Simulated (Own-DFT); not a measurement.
Simulation results for Si47N64 (beta silicon nitride with one vacancy, atoms displaced)

A calculation, not a measurement: plane-wave PBE density functional theory by an unreviewed code, no spin, of a simulated periodic cell, stress positive in tension, free energy of the whole cell less one offset for each atom, some atoms lie very close together, defect cell not probed for a lower state with spin; forces on such cells moved up to 12 meV/angstrom on a denser k mesh; offsets are fitted by least squares, one for each functional and potential file, so energies compare only between cells with the same atoms and settings and are not formation energies; the far tail of each file's local potential was reset to the Coulomb form; each entry is a single point on an unrelaxed cell, so the pressure reflects the starting lattice, mostly measured values (interpolated for alloys), from which strain is counted, and rises with the displacements; printed positions are rounded, which can move forces by about a meV/angstrom; the program, named Own-DFT, is a retired in-house code; no spin-orbit coupling; before rounding, a Quantum ESPRESSO 7.3.1 run of the same cell and cutoff gave forces within 1 meV/angstrom rms on each cell, which checks the program and not the settings. Program: Own-DFT development build.

Common to all runs: functional PBE; potential files PseudoDojo norm-conserving, scalar-relativistic, standard set; wave cutoff 42 hartree; occupations Fermi-Dirac; smearing width 0.1 eV; k mesh 2 x 2 x 4 centred on Gamma.

(1) Si47N64 (beta silicon nitride with one vacancy, atoms displaced)

```
Si47N64
1.0
     15.2120     0.0000     0.0000
     -7.6060    13.1740     0.0000
      0.0000     0.0000     5.8180
Si N Si N Si N Si N Si N Si N Si N Si N
6 8 6 8 6 8 6 8 6 8 6 8 5 8 6 8
Direct
  0.08660 0.38407 0.12496
  0.11281 0.19910 0.12719
  0.29438 0.40970 0.10648
  0.41844 0.12078 0.37623
  0.38857 0.30175 0.37496
  0.21235 0.09715 0.36069
  0.16071 0.00826 0.12424
  0.48158 0.14961 0.13233
  0.34655 0.32626 0.13176
  0.33473 0.48539 0.37888
  0.01451 0.34254 0.39225
  0.14935 0.17057 0.37865
  0.17713 0.34138 0.11356
  0.33519 0.16895 0.35385
  0.08231 0.37687 0.61105
  0.11807 0.19939 0.62399
  0.30178 0.42141 0.61745
  0.41507 0.11666 0.89268
  0.39197 0.30517 0.88517
  0.20623 0.09321 0.89637
  0.17197 0.02134 0.64632
  0.47783 0.13919 0.64290
  0.35029 0.32750 0.65266
  0.32818 0.48152 0.87343
  0.01207 0.34271 0.87666
  0.15461 0.16302 0.87166
  0.17146 0.33272 0.62803
  0.32842 0.16330 0.87051
  0.08454 0.88440 0.13149
  0.11532 0.69995 0.14405
  0.29458 0.92149 0.14565
  0.41545 0.60826 0.37090
  0.38418 0.79937 0.35720
  0.20647 0.58760 0.35847
  0.16237 0.51328 0.13762
  0.47932 0.64875 0.13106
  0.34400 0.83726 0.13462
  0.33549 0.98811 0.40474
  0.00664 0.84760 0.34355
  0.14912 0.66273 0.38247
  0.17346 0.82799 0.11715
  0.33285 0.66750 0.37881
  0.09710 0.88537 0.64386
  0.10603 0.70045 0.62693
  0.29394 0.91240 0.62807
  0.41422 0.62119 0.90603
  0.38006 0.79524 0.87332
  0.21211 0.59703 0.88044
  0.16333 0.51792 0.59924
  0.48793 0.65763 0.61755
  0.36498 0.83082 0.61277
  0.33822 0.98633 0.86738
  0.01886 0.84853 0.87912
  0.15481 0.67267 0.88408
  0.16205 0.83889 0.64625
  0.33689 0.66689 0.87356
  0.58508 0.38559 0.11733
  0.60953 0.19586 0.14574
  0.79711 0.41337 0.12389
  0.91885 0.11694 0.35717
  0.89390 0.30592 0.36691
  0.71624 0.09233 0.39988
  0.67399 0.01709 0.11965
  0.99083 0.15423 0.12326
  0.84953 0.33795 0.11348
  0.83916 0.48911 0.38484
  0.51081 0.34844 0.36932
  0.66078 0.17275 0.37479
  0.66977 0.33280 0.12339
  0.82873 0.16957 0.37870
  0.58482 0.38543 0.62035
  0.61290 0.20550 0.60565
  0.79626 0.41209 0.61712
  0.90370 0.11598 0.87925
  0.88522 0.29856 0.87202
  0.69181 0.08250 0.87198
  0.66359 0.01683 0.63769
  0.98293 0.15471 0.60476
  0.85079 0.32955 0.62769
  0.82795 0.48620 0.89190
  0.52460 0.35540 0.86989
  0.64761 0.15798 0.85622
  0.66551 0.32518 0.60282
  0.83696 0.16867 0.88092
  0.58061 0.87691 0.13226
  0.60222 0.69545 0.13556
  0.80941 0.91388 0.12179
  0.91535 0.61706 0.38905
  0.89545 0.79548 0.38795
  0.66653 0.51230 0.13874
  0.98933 0.65786 0.11794
  0.84125 0.83093 0.13183
  0.84069 0.98846 0.34809
  0.51345 0.85561 0.34252
  0.65420 0.66325 0.34887
  0.66475 0.83579 0.13603
  0.83397 0.65641 0.36131
  0.59125 0.89016 0.63878
  0.61396 0.70169 0.63824
  0.80185 0.91399 0.64711
  0.90957 0.62050 0.87138
  0.88538 0.79680 0.85932
  0.69917 0.58568 0.87558
  0.65973 0.50677 0.61882
  0.99925 0.65777 0.62518
  0.85281 0.83471 0.64508
  0.81471 0.97679 0.87645
  0.51494 0.84685 0.87497
  0.66553 0.67574 0.87686
  0.66117 0.83097 0.61956
  0.82422 0.65806 0.85538
```

- free energy of cell above offsets: 21.087 eV
- pressure: 12.4 GPa
- stress xx: -17.88 GPa
- stress yy: -8.93 GPa
- stress zz: -10.39 GPa
- stress yz: 1.68 GPa
- stress xz: -1.55 GPa
- stress xy: -3.69 GPa

Force:
```tsv
element	x (eV/Å)	y (eV/Å)	z (eV/Å)
Si	1.348	-0.429	-0.556
Si	2.783	3.363	-1.782
Si	4.223	1.512	2.707
Si	-2.881	-1.703	3.785
Si	-1.928	-2.053	2.624
Si	-2.502	-3.821	3.232
N	0.606	4.127	1.612
N	2.184	0.695	0.648
N	-1.908	2.724	-0.637
N	0.851	-0.979	-3.404
N	-0.496	-0.168	-6.882
N	3.156	-2.148	-2.452
N	-6.251	-5.635	0.872
N	1.956	1.28	0.553
Si	4.539	3.73	6.425
Si	-2.455	1.799	2.001
Si	0.016	-4.702	2.328
Si	-3.534	-1.466	-3.024
Si	1.854	-3.584	0.928
Si	1.179	-4.02	-2.418
N	-0.584	-1.298	-3.12
N	2.058	2.813	-2.989
N	-2.713	2.978	-5.617
N	1.325	4.264	0.061
N	1.637	1.486	0.046
N	-4.526	2.118	1.681
N	-1.184	-0.074	-0.548
N	4.369	3.357	1.046
Si	3.447	-2.126	-2.288
Si	0.461	0.786	-2.354
Si	1.807	-1.367	-2.284
Si	-3.644	2.93	4.238
Si	1.822	-1.721	0.393
Si	-0.833	1.681	3.656
N	-0.029	-0.102	-4.394
N	1.51	0.35	1.015
N	0.759	0.087	-2.884
N	-0.134	1.168	-4.106
N	8.107	4.435	3.86
N	-0.584	0.637	0.839
N	-4.434	2.646	1.555
N	2.31	-0.453	-1.322
Si	-10.07	6.449	-1.173
Si	16.61	6.205	1.231
Si	1.95	-1.458	2.13
Si	-1.032	-2.909	-8.155
Si	0.856	1.749	1.268
Si	-3.388	-3.8	-2.072
N	0.402	-2.048	4.089
N	-1.234	-2.021	2.391
N	-5.837	2.92	2.111
N	-0.175	-0.491	3.501
N	-2.087	-0.998	-1.037
N	0.819	-1.016	-0.899
N	10.85	-5.577	-1.482
N	-0.627	1.003	0.817
Si	3.274	0.884	2.52
Si	2.887	2.431	-4.472
Si	-0.734	0.743	1.908
Si	-3.357	-0.186	2.043
Si	-4.199	-2.932	0.576
Si	-6.284	-4.77	-3.657
N	-1.17	-1.074	2.342
N	-2.492	-1.196	-2.639
N	2.235	-0.345	1.687
N	1.012	-2.046	-0.897
N	2.542	0.661	0.001
N	-0.515	-1.842	0.497
N	-2.382	-1.704	0.1
N	8.166	4.677	-0.868
Si	2.467	-1.118	-2.215
Si	1.619	-4.83	3.365
Si	0.122	-0.455	2.082
Si	4.226	-1.098	-1.963
Si	-0.118	-1.384	0.637
Si	3.83	1.343	4.06
N	0.756	-1.167	-3.213
N	1.664	-0.454	3.589
N	-1.716	2.337	-1.868
N	1.035	0.869	-3.844
N	-3.785	-2.879	0.616
N	-4.794	3.201	1.726
N	-2.123	5.358	0.638
N	-4.679	0.353	-0.025
Si	4.082	4.806	-5.465
Si	5.942	3.725	-1.506
Si	-5.997	-0.345	0.484
Si	1.586	-0.324	-2.286
Si	-10.93	-6.163	-0.832
N	-0.576	1.311	-2.201
N	-1.603	-1.507	0.958
N	6.454	-3.495	-0.79
N	0.122	0.028	4.346
N	-2.326	-1.084	8.038
N	-1.32	0.532	3.501
N	1.821	-2.451	-0.323
N	-1.849	4.308	0.803
Si	-1.331	-2.387	-2.498
Si	2.589	-0.318	-3.041
Si	-1.466	-2.527	-6.203
Si	2.346	-1.425	1.405
Si	1.686	-2.566	7.385
Si	-0.443	-3.245	-0.136
N	0.224	3.642	2.261
N	-16.79	-7.628	0.722
N	-1.781	2.035	-5.878
N	1.801	4.788	1.676
N	-1.036	-0.333	0.377
N	-4.229	0.126	0.455
N	2.593	1.634	0.42
N	2.21	4.363	-0.162
```

(2) Si47N64 (beta silicon nitride with one vacancy, atoms displaced)

```
Si47N64
1.0
     15.2120     0.0000     0.0000
     -7.6060    13.1740     0.0000
      0.0000     0.0000     5.8180
Si N Si N Si N Si N Si N Si N Si N Si N
6 8 6 8 5 8 6 8 6 8 6 8 6 8 6 8
Direct
  0.08542 0.38945 0.10450
  0.12299 0.20940 0.12382
  0.29930 0.41378 0.12267
  0.42047 0.11598 0.37664
  0.38681 0.30761 0.35662
  0.20615 0.08265 0.39268
  0.15659 0.01086 0.14761
  0.47616 0.14564 0.12824
  0.35724 0.32674 0.09930
  0.33328 0.48685 0.36860
  0.00741 0.34318 0.38352
  0.15184 0.16256 0.37901
  0.18189 0.34765 0.13058
  0.33871 0.16646 0.38030
  0.07632 0.37677 0.61378
  0.10830 0.19624 0.61751
  0.29257 0.40237 0.60954
  0.40407 0.11265 0.84572
  0.37999 0.29617 0.86916
  0.19386 0.08240 0.88106
  0.15886 0.00935 0.59862
  0.48667 0.15071 0.64264
  0.34627 0.32788 0.63707
  0.33535 0.48694 0.85347
  0.02142 0.35966 0.87396
  0.14850 0.16907 0.87436
  0.17103 0.33136 0.63365
  0.33619 0.18187 0.87406
  0.09307 0.88449 0.11858
  0.11657 0.70560 0.12021
  0.30015 0.92070 0.11444
  0.42112 0.61183 0.37319
  0.38825 0.79894 0.37888
  0.16901 0.51460 0.10987
  0.47305 0.65221 0.12002
  0.35613 0.83294 0.12283
  0.33271 0.98066 0.37092
  0.00934 0.84597 0.36798
  0.14625 0.66056 0.35206
  0.16528 0.82687 0.12783
  0.33065 0.66834 0.36770
  0.08258 0.87880 0.59936
  0.11681 0.69748 0.63352
  0.30789 0.91399 0.65880
  0.40709 0.60620 0.90064
  0.39263 0.80020 0.86241
  0.20091 0.58916 0.87301
  0.16058 0.51088 0.64215
  0.48802 0.65844 0.62020
  0.34804 0.83199 0.63799
  0.33424 0.98698 0.89366
  0.01370 0.84683 0.87191
  0.15274 0.67267 0.88714
  0.16059 0.83763 0.64905
  0.33423 0.66971 0.87332
  0.57837 0.38392 0.11722
  0.61649 0.19993 0.12776
  0.79499 0.40965 0.12112
  0.91499 0.11750 0.37523
  0.89148 0.30307 0.37353
  0.69865 0.08424 0.37068
  0.67525 0.02116 0.12542
  0.98137 0.14558 0.11982
  0.85235 0.33335 0.15301
  0.83977 0.48663 0.36574
  0.52479 0.35670 0.38914
  0.64443 0.16353 0.36411
  0.67807 0.34241 0.12668
  0.83507 0.16419 0.37965
  0.59033 0.39191 0.61696
  0.61243 0.20255 0.64077
  0.80880 0.41498 0.62116
  0.90850 0.11260 0.89199
  0.88433 0.29365 0.87248
  0.69935 0.08259 0.88341
  0.66251 0.01012 0.64474
  0.99183 0.15121 0.63556
  0.84417 0.34320 0.60677
  0.82778 0.47546 0.89601
  0.51223 0.35341 0.88926
  0.64911 0.16390 0.86631
  0.65566 0.33022 0.62824
  0.83328 0.16625 0.86451
  0.58103 0.87160 0.09926
  0.61495 0.70407 0.11616
  0.79389 0.91219 0.13219
  0.91868 0.61363 0.35383
  0.89818 0.79999 0.36638
  0.70427 0.58710 0.40265
  0.65114 0.51237 0.10973
  0.98630 0.65130 0.13070
  0.83981 0.82437 0.11922
  0.83472 0.98555 0.36248
  0.49972 0.84136 0.34899
  0.64832 0.66854 0.37640
  0.66915 0.82452 0.11538
  0.84199 0.66172 0.36602
  0.58425 0.88140 0.61497
  0.61991 0.70530 0.62858
  0.80227 0.91525 0.62637
  0.91351 0.61209 0.86415
  0.87149 0.78908 0.88255
  0.69463 0.58014 0.87846
  0.67262 0.52027 0.62776
  0.98465 0.64368 0.61026
  0.84015 0.82427 0.62463
  0.83664 0.99058 0.86693
  0.51161 0.84506 0.86473
  0.65034 0.66980 0.86822
  0.66702 0.83690 0.62932
  0.83131 0.66289 0.90332
```

* free energy of cell above offsets: 22.614 eV
* pressure: 13.05 GPa
* stress xx: -12.07 GPa
* stress yy: -12.65 GPa
* stress zz: -14.43 GPa
* stress yz: 1.23 GPa
* stress xz: -1.56 GPa
* stress xy: -2.18 GPa

Force:
```tsv
element	x (eV/Å)	y (eV/Å)	z (eV/Å)
Si	3.965	1.997	5.182
Si	-0.875	-0.098	1.086
Si	3.996	3.463	-2.148
Si	-3.136	-1.114	0.957
Si	3.316	-3.849	4.377
Si	0.724	5.441	-4.975
N	0.952	1.66	-3.091
N	3.561	1.803	-3.642
N	-7.689	5.446	7.705
N	1.93	-2.057	0.283
N	5.349	2.02	-3.255
N	-0.615	0.667	-1.254
N	-6.541	-6.896	-0.04
N	-0.984	0.612	0.087
Si	5.689	4.196	1.865
Si	5.835	3.635	0.583
Si	0.393	3.956	1.165
Si	-1.753	3.659	6.188
Si	4.976	3.578	-4.298
Si	0.54	1.403	-0.481
N	-0.498	-1.552	7.594
N	-0.372	-1.306	-3.497
N	-1.383	2.283	-5.959
N	0.898	-4.13	1.458
N	-4.923	-4.386	-2.593
N	1.48	-1.737	-0.021
N	-4.684	-2.301	-0.876
N	1.579	-13.24	-0.479
Si	-1.924	-2.494	-1.34
Si	0.03	-2.734	1.782
Si	1.432	-7.176	6.85
Si	-4.709	0.789	3.162
Si	-10.13	-4.672	-0.648
N	-0.478	0.059	-0.224
N	6.659	3.165	2.596
N	-2.687	2.347	-1.44
N	0.794	1.44	3.364
N	9.451	4.572	-1.686
N	0.097	0.597	3.991
N	0.013	5.887	0.055
N	1.827	-0.89	0.73
Si	-1.121	0.686	4.513
Si	-0.477	1.416	-3.393
Si	-5.063	-1.167	-5.477
Si	-3.288	2.527	-7.988
Si	-4.61	-3.538	4.041
Si	0.318	0.628	0.46
N	-0.275	-1.289	-0.249
N	0.488	-0.777	1.686
N	0.992	0.562	-1.975
N	-0.19	2.654	-5.051
N	-1.182	0.192	-0.439
N	1.747	-1.549	-2.76
N	5.822	-2.038	-0.496
N	0.737	-1.174	-0.309
Si	4.772	0.714	2.971
Si	-3.453	2.738	-2.572
Si	4.413	0.809	4.671
Si	0.358	-0.197	0.996
Si	-4.557	-4.909	2.837
Si	1.14	1.955	3.048
N	-0.754	-5.391	0.499
N	2.69	2.296	2.424
N	-1.644	0.68	-7.035
N	-0.279	-1.416	1.017
N	-5.157	-1.72	-4.417
N	1.92	-1.695	4.186
N	-7.251	-6.626	0.133
N	-2.141	1.124	0.269
Si	1.162	-1.342	5.136
Si	0.784	2.17	-3.171
Si	-12.79	7.99	0.773
Si	0.835	2.567	-3.326
Si	-1.467	1.968	1.12
Si	0.431	2.719	-2.249
N	-0.793	0.524	-3.429
N	-7.333	-3.173	-0.74
N	13.33	-10.48	1.778
N	1.359	4.889	-6.656
N	-0.763	-0.563	-5.548
N	1.281	-0.765	2.601
N	3.503	0.97	0.079
N	-0.724	-0.153	0.214
Si	0.989	1.911	3.46
Si	0.511	-4.671	1.299
Si	2.239	-0.56	-2.605
Si	-1.247	-1.719	3.941
Si	-12.18	-6.72	0.264
Si	0.75	3.843	-7.675
N	0.33	0.577	4.285
N	1.703	0.833	-5.738
N	-0.722	2.145	3.042
N	0.475	0.126	2.656
N	12.78	6.122	0.854
N	1.511	-1.675	-0.758
N	-4.41	5.057	0.153
N	-4.608	1.789	1.089
Si	0.262	-0.581	-1.092
Si	-2.628	1.277	-1.875
Si	-1.114	-0.957	-1.045
Si	-0.876	-0.013	1.554
Si	3.67	0.444	-2.1
Si	1.399	3.963	0.919
N	-0.637	-2.904	2.071
N	0.267	-0.04	1.943
N	0.842	0.88	-1.111
N	-0.157	-4.138	1.427
N	3.87	1.939	-1.575
N	1.625	-2.109	1.525
N	0.904	0.021	-0.503
N	-0.425	-1.69	-1.688
```

(3) Si47N64 (beta silicon nitride with one vacancy, atoms displaced)

```
Si47N64
1.0
     15.2120     0.0000     0.0000
     -7.6060    13.1740     0.0000
      0.0000     0.0000     5.8180
Si N Si N Si N Si N Si N Si N Si N Si N
6 8 5 8 6 8 6 8 6 8 6 8 6 8 6 8
Direct
  0.08432 0.38659 0.13541
  0.12200 0.19726 0.13300
  0.31352 0.41996 0.13096
  0.41132 0.12182 0.39304
  0.39585 0.30405 0.36195
  0.20459 0.08680 0.37915
  0.16350 0.01983 0.12329
  0.49343 0.15481 0.12695
  0.35874 0.33911 0.12446
  0.33173 0.48420 0.36645
  0.01452 0.35296 0.39575
  0.15173 0.17329 0.37733
  0.16120 0.33294 0.13761
  0.32248 0.16202 0.36925
  0.08974 0.38537 0.62527
  0.28879 0.40722 0.61473
  0.39924 0.11069 0.87924
  0.38654 0.29314 0.87307
  0.19803 0.08678 0.89739
  0.16562 0.00651 0.61035
  0.48901 0.14383 0.62523
  0.35388 0.33543 0.63415
  0.33735 0.47817 0.85351
  0.01581 0.35509 0.87889
  0.15307 0.16030 0.88738
  0.17502 0.34425 0.60077
  0.31897 0.15632 0.85474
  0.09162 0.88366 0.11189
  0.11248 0.70036 0.12989
  0.29975 0.91435 0.13266
  0.41887 0.61240 0.36239
  0.38893 0.78929 0.36301
  0.19613 0.57611 0.36205
  0.16974 0.52231 0.10796
  0.48231 0.64517 0.13489
  0.34190 0.82977 0.10028
  0.33924 0.99489 0.38403
  0.03041 0.85992 0.36751
  0.14627 0.66397 0.36427
  0.17508 0.83879 0.12042
  0.32146 0.66971 0.38010
  0.09388 0.88284 0.62613
  0.11890 0.70582 0.62269
  0.29615 0.91995 0.61368
  0.42168 0.61512 0.84460
  0.39559 0.80203 0.87386
  0.20977 0.58950 0.87451
  0.17292 0.52232 0.62822
  0.49279 0.65237 0.63128
  0.34051 0.82047 0.62814
  0.34005 0.98633 0.86556
  0.01528 0.85967 0.88541
  0.15808 0.67506 0.86521
  0.15762 0.83078 0.61181
  0.34087 0.67104 0.86308
  0.58360 0.38266 0.15387
  0.61433 0.20751 0.11415
  0.79651 0.41455 0.14166
  0.90981 0.11299 0.37989
  0.87805 0.29467 0.38546
  0.70550 0.08600 0.40184
  0.66484 0.01811 0.12759
  0.98670 0.15124 0.12128
  0.85488 0.32839 0.14429
  0.83712 0.49076 0.38391
  0.50566 0.35200 0.38372
  0.64983 0.17228 0.37026
  0.66783 0.32106 0.10736
  0.83492 0.15815 0.38620
  0.59307 0.38719 0.64648
  0.61214 0.19951 0.59966
  0.80321 0.41581 0.64074
  0.91518 0.11637 0.86294
  0.88929 0.29800 0.87601
  0.70443 0.07959 0.88011
  0.66536 0.02131 0.62210
  0.99271 0.15330 0.63554
  0.85169 0.33839 0.63816
  0.82450 0.47715 0.87343
  0.51660 0.35043 0.88127
  0.65476 0.16174 0.86502
  0.67479 0.33883 0.64153
  0.83740 0.17378 0.89400
  0.58834 0.89399 0.10840
  0.60522 0.69647 0.14065
  0.79610 0.91923 0.11459
  0.91659 0.62424 0.36473
  0.88751 0.79564 0.37360
  0.70346 0.58949 0.35737
  0.66791 0.51275 0.11234
  0.99153 0.65982 0.11958
  0.84192 0.82327 0.10646
  0.82963 0.98272 0.37344
  0.52687 0.86139 0.36930
  0.64448 0.66012 0.36363
  0.66670 0.83562 0.12391
  0.82692 0.66450 0.37699
  0.57903 0.87913 0.61796
  0.61073 0.70043 0.62020
  0.80916 0.91914 0.62805
  0.92030 0.62316 0.90234
  0.87973 0.79589 0.87805
  0.70608 0.58247 0.88047
  0.65804 0.50720 0.61777
  0.99025 0.64331 0.60892
  0.85521 0.84116 0.64895
  0.84134 0.97905 0.85576
  0.51522 0.85708 0.87039
  0.65915 0.67137 0.88934
  0.66304 0.83356 0.64429
  0.82373 0.66325 0.86298
```

- stress xx: withheld
- stress zz: withheld

Question: Give the missing stress xx for Si47N64 (beta silicon nitride with one vacancy, atoms displaced) (entry 3).
Answer: -12.64 GPa

Question: What stress zz does the calculation give for Si47N64 (beta silicon nitride with one vacancy, atoms displaced) (entry 3)?
Answer: -12.34 GPa

Question: Give the table of force values for Si47N64 (beta silicon nitride with one vacancy, atoms displaced) (entry 3).
Answer: 
Force:
```tsv
element	x (eV/Å)	y (eV/Å)	z (eV/Å)
Si	0.392	-0.707	-0.536
Si	-4.96	1.976	-3.39
Si	-3.333	-2.893	-4.206
Si	1.49	0.932	-2.557
Si	-13.02	-7.064	3.048
Si	-5.906	-1.543	0.731
N	0.997	-4.271	3.13
N	-7.417	-2.953	0.126
N	0.119	-0.34	-0.84
N	1.21	2.452	1.986
N	-1.1	0.04	-2.445
N	3.627	-2.618	2.94
N	3.1	0.954	-0.572
N	6.352	5.54	-0.238
Si	1.268	-0.008	1.774
Si	7.52	1.632	0.522
Si	4.328	2.633	0.275
Si	-1.828	-0.102	-0.882
Si	-0.181	-2.358	-5.558
N	0.078	3.594	2.529
N	-4.747	-0.226	1.224
N	-0.141	0.31	-2.519
N	0.504	3.538	2.795
N	1.702	0.926	-0.055
N	-3.364	2.782	0.564
N	-7.373	-3.903	0.07
N	4.62	4.284	0.543
Si	0.064	2.22	1.453
Si	5.068	3.398	-2.499
Si	1.271	1.218	-1.424
Si	-5.68	-0.953	4.734
Si	-3.889	4.994	0.615
Si	-1.118	4.576	2.496
N	-0.362	-4.284	1.697
N	-0.137	0.377	-5.28
N	2.838	0.28	3.185
N	0.126	-2.691	-2.577
N	-4.539	-3.521	0.546
N	1.127	-1.362	1.367
N	-2.105	-2.047	0.014
N	5.362	-4.696	-0.851
Si	-7.504	1.899	0.457
Si	1.344	-0.89	-1.132
Si	1.22	-3.841	2.005
Si	-6.012	-3.12	6.615
Si	-7.314	-2.841	-1.238
Si	-0.825	3.823	-2.533
N	-0.702	-2.63	-1.013
N	-3.108	-1.353	-5.646
N	-0.229	2.908	-2.2
N	-0.601	-2.09	1.728
N	0.452	-1.931	-2.502
N	0.062	-1.767	2.19
N	8.108	-1.059	0.352
N	2.407	-1.201	0.595
Si	2.368	-0.855	-3.941
Si	5.408	-8.608	-1.151
Si	1.166	-2.158	-1.301
Si	6.318	0.926	0.143
Si	3.153	-1.282	2.59
Si	-1.589	4.135	-6.854
N	0.627	0.367	1.584
N	-0.773	-1.124	0.838
N	-3.644	3.001	-3.71
N	0.104	-0.443	-1.019
N	13.21	5.101	1.74
N	4.234	-2.538	-2.802
N	-2.816	12.22	1.748
N	-4.586	3.556	0.342
Si	0.148	-3.584	-0.866
Si	2.099	2.732	6.028
Si	-0.912	-1.106	-3.847
Si	1.036	0.877	1.999
Si	-1.856	0.982	1.6
Si	-1.269	5.17	-0.564
N	0.036	-6.213	4.513
N	-1.62	-0.538	-2.857
N	1.253	-1.075	-0.773
N	1.2	5.631	5.888
N	0.207	-0.645	1.734
N	-1.936	0.717	0.066
N	-2.205	-2.436	-1.644
N	1.076	-4.708	-0.93
Si	3.024	-1.818	1.94
Si	4.213	4.293	-4.528
Si	1.605	-3.41	0.496
Si	-0.087	-1.851	3.166
Si	-0.418	2.895	-0.367
Si	-1.339	-2.896	2.126
N	-0.301	-1.882	3.611
N	-1.845	-0.387	3.008
N	-2.284	2.767	6.549
N	0.748	-0.066	-0.607
N	-4.254	-2.957	-2.558
N	0.244	-0.205	3.187
N	-1.828	-0.828	0.016
N	3.197	1.82	-0.229
Si	4.324	3.111	1.751
Si	7.741	3.72	2.281
Si	-3.171	-4.466	-4.892
Si	-3.948	-3.342	-8.812
Si	3.208	-0.979	-0.91
Si	-4.593	-0.387	-3.727
N	0.207	6.081	-0.506
N	-3.007	0.082	2.521
N	1.106	-1.393	-5.878
N	-1.414	5.538	6.349
N	3.246	1.517	-0.177
N	-1.99	-1.443	-1.407
N	1.068	-0.116	-1.146
N	6.854	2.469	0.575
```

Further results for Si47N64 (beta silicon nitride with one vacancy, atoms displaced) (entry 3):

* free energy of cell above offsets: 21.203 eV
* pressure: 12.52 GPa
* stress yy: -12.57 GPa
* stress yz: 1.64 GPa
* stress xz: -0.63 GPa
* stress xy: -5.13 GPa
